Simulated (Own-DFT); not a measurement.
# Point defects and the pressure they add: 3C SiC

Calculated, not measured: single-point runs of Own-DFT, a retired in-house plane-wave DFT program that no person has reviewed, on unrelaxed cells, without spin or spin-orbit coupling.

All runs used: PBE; PseudoDojo norm-conserving scalar-relativistic files; cutoff 42 hartree; 4 x 4 x 4 k mesh centred on Gamma; Fermi-Dirac smearing of 0.1 eV.

Keep in mind (not all hold for every row): a neutral cation vacancy leaves holes that likely carry spin, which these runs leave out; not probed for a lower state with spin; forces on such cells failed a check on a denser k mesh; forces on such cells passed a denser k mesh, each cell not checked; stress not checked against mesh or cutoff.

All runs share one cell, with vectors in Å (8.719, 0.000, 0.000); (0.000, 8.719, 0.000); (0.000, 0.000, 8.719) and a volume of 662.9 Å³. u is the rms random offset of the atoms per axis. The defect's site can differ from row to row.

| cell | formula | u (Å) | P (GPa) |
|---|---|---|---|
| no defect | C32Si32 | 0.0302 | 3.85 |
| no defect | C32Si32 | 0.0604 | 6.13 |
| no defect | C32Si32 | 0.0606 | 6.62 |
| one C vacancy | C31Si32 | 0.0297 | 3.35 |
| one C vacancy | C31Si32 | 0.0311 | 3.35 |
| one C vacancy | C31Si32 | 0.0501 | 4.27 |
| one Al on a Si site and one N on a C site | AlC31NSi31 | 0.0497 | 5.63 |
| one Al on a Si site and one N on a C site | AlC31NSi31 | 0.0500 | 5.35 |
| one Al on a Si site and one N on a C site | AlC31NSi31 | 0.0542 | 5.88 |
| one Si vacancy | C32Si31 | 0.0284 | 3.01 |
| one Si vacancy | C32Si31 | 0.0300 | ? |
| one Si vacancy | C32Si31 | 0.0471 | 4.42 |
| one Si vacancy | C32Si31 | 0.0520 | 4.49 |

## What the rows give

P = P0 + c u² + a shift for each defect gives P0 = 3.24 GPa, c = 835 ± 76 GPa/Å² and a scatter of 0.23 GPa. The shifts, and each times the cell's volume:

- one Al on a Si site and one N on a C site: 0.18 ± 0.18 GPa, 0.7 eV (not resolved)
- one C vacancy: -0.80 ± 0.21 GPa, -3.3 eV
- one Si vacancy: -0.86 ± 0.20 GPa, -3.6 eV

Against the defect-free cell, a freed cell would be larger where the shift is positive and smaller where it is negative (160.2 GPa Å³ is 1 eV). The atoms around the defects weren't relaxed, which would change these numbers.

## Withheld run

Question: what pressure belongs in the blank (one Si vacancy, u = 0.0300 Å)?

From the fit: 3.13 ± 0.27 GPa. The calculation gave 3.13 GPa.
